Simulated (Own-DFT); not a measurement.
# Misfit strain and the stress it brings: wurtzite AlGaN with randomly placed atoms, 72 atoms (Al9Ga27N36)

Everything here is calculated. The program is Own-DFT (plane waves, in-house, since retired, never reviewed by a person); positions were held fixed, and spin and spin-orbit coupling were off.

All runs used: PBE; PseudoDojo norm-conserving scalar-relativistic files (stringent for Ga); cutoff 96 hartree; 4 x 4 x 3 k mesh centred on Gamma; Gaussian smearing of 0.01 eV.

Limits: forces on such cells passed a denser k mesh, each cell not checked; stress not checked against mesh or cutoff.

Unstrained cell vectors in Å: (9.509, 0.000, 0.000); (-4.755, 8.235, 0.000); (0.000, 0.000, 10.268). The unstrained cell has measured lattice constants (interpolated for alloys), not those of this functional. That, the random moves and any unrelaxed bonds set the pressure at no strain. Each run strains x and y alike by e, as a substrate would, and holds the height along z. Random moves of width 0.05 Å per axis were added to every atom. The random placing of the alloy's atoms differs from row to row. Stress is positive in tension.

```
e (%),u (Å),(s_xx + s_yy)/2 (GPa),s_zz (GPa)
-3.00,0.050,-27.55,-10.99
-1.50,0.052,-15.88,-11.03
-1.00,0.052,-13.59,-8.95
0.25,0.051,-5.20,-7.11
0.50,0.047,?,?
0.75,0.048,-2.91,-6.51
1.25,0.051,-0.46,-5.67
2.00,0.051,2.79,-4.37
2.25,0.054,3.78,-4.61
3.00,0.046,7.58,-2.88
```

## Fit

With e as a fraction, the in-plane stress is -7.0 + 575 e - 3442 e² GPa (errors 8 and 451, scatter 0.44), and s_zz is -7.5 + 145 e GPa (slope ± 11, scatter 0.64). At e = 0 the first slope is C11 + C12 and the second 2 C13, both with the ions held to the strained lattice and at the cell's own pressure. The term in e² is negative: the layer stiffens under compression and softens under tension. A free layer would change its height as e changes, and the in-plane slope would drop by 2 C13²/C33 to the biaxial modulus. At fixed height, a misfit of 1 % moves the in-plane stress by about 5.8 GPa and s_zz by 1.5 GPa.

## Test on the hidden row

Asked: what are the two stresses at e = 0.50 %?

Estimate: -4.2 and -6.8 GPa. DFT gave -4.79 and -4.95 GPa. That is outside the usual scatter, by luck or through something left out of the fit.
